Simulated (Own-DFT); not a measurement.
# Stretching a layer in its plane: diamond-structure SiGeSn with randomly placed atoms, 64 atoms (Ge40Si16Sn8)

Calculated, not measured: single-point runs of Own-DFT, a retired in-house plane-wave DFT program that no person has reviewed, on unrelaxed cells, without spin or spin-orbit coupling.

Method: PBE; PseudoDojo norm-conserving scalar-relativistic files; cutoff 49 hartree; 3 x 3 x 3 k mesh centred on Gamma; Fermi-Dirac smearing of 0.1 eV.

Limits: forces on such cells moved up to 12 meV/angstrom on a denser k mesh; stress not checked against mesh or cutoff.

Unstrained cell vectors in Å: (11.410, 0.000, 0.000); (0.000, 11.410, 0.000); (0.000, 0.000, 11.410). The unstrained cell has measured lattice constants (interpolated for alloys), not those of this functional. That, the random moves and any unrelaxed bonds set the pressure at no strain. Each run strains x and y alike by e, as a substrate would, and holds the height along z. Random moves of width 0.05 Å per axis were added to every atom. The random placing of the alloy's atoms differs from row to row. Stress is positive in tension.

| e (%) | u (Å) | (s_xx + s_yy)/2 (GPa) | s_zz (GPa) |
|---|---|---|---|
| -1.00 | 0.050 | -6.71 | -6.05 |
| -0.75 | 0.050 | -6.34 | -5.87 |
| -0.50 | 0.049 | -5.67 | -5.32 |
| 0.75 | 0.049 | ? | ? |
| 1.00 | 0.051 | -3.20 | -3.98 |
| 1.50 | 0.055 | -2.24 | -3.20 |
| 2.00 | 0.051 | -1.64 | -2.88 |
| 2.25 | 0.050 | -0.99 | -2.33 |
| 2.50 | 0.046 | -0.78 | -2.13 |
| 2.75 | 0.050 | -0.23 | -1.89 |

## Analysis

With e as a fraction, the in-plane stress is -4.9 + 177 e - 363 e² GPa (errors 6 and 314, scatter 0.11), and s_zz is -5.0 + 108 e + 166 e² GPa (slope ± 7, scatter 0.13). At e = 0 the first slope is C11 + C12 and the second 2 C12, both with the ions held to the strained lattice and at the cell's own pressure. A free layer would change its height as e changes, and the in-plane slope would drop by 2 C12²/C11 to the biaxial modulus. At fixed height, a misfit of 1 % moves the in-plane stress by about 1.8 GPa and s_zz by 1.1 GPa.

## Test on the hidden row

The question: what are the two stresses at e = 0.75 %?

The fitted form gives -3.6 and -4.1 GPa. The calculation gave -3.40 and -3.86 GPa.
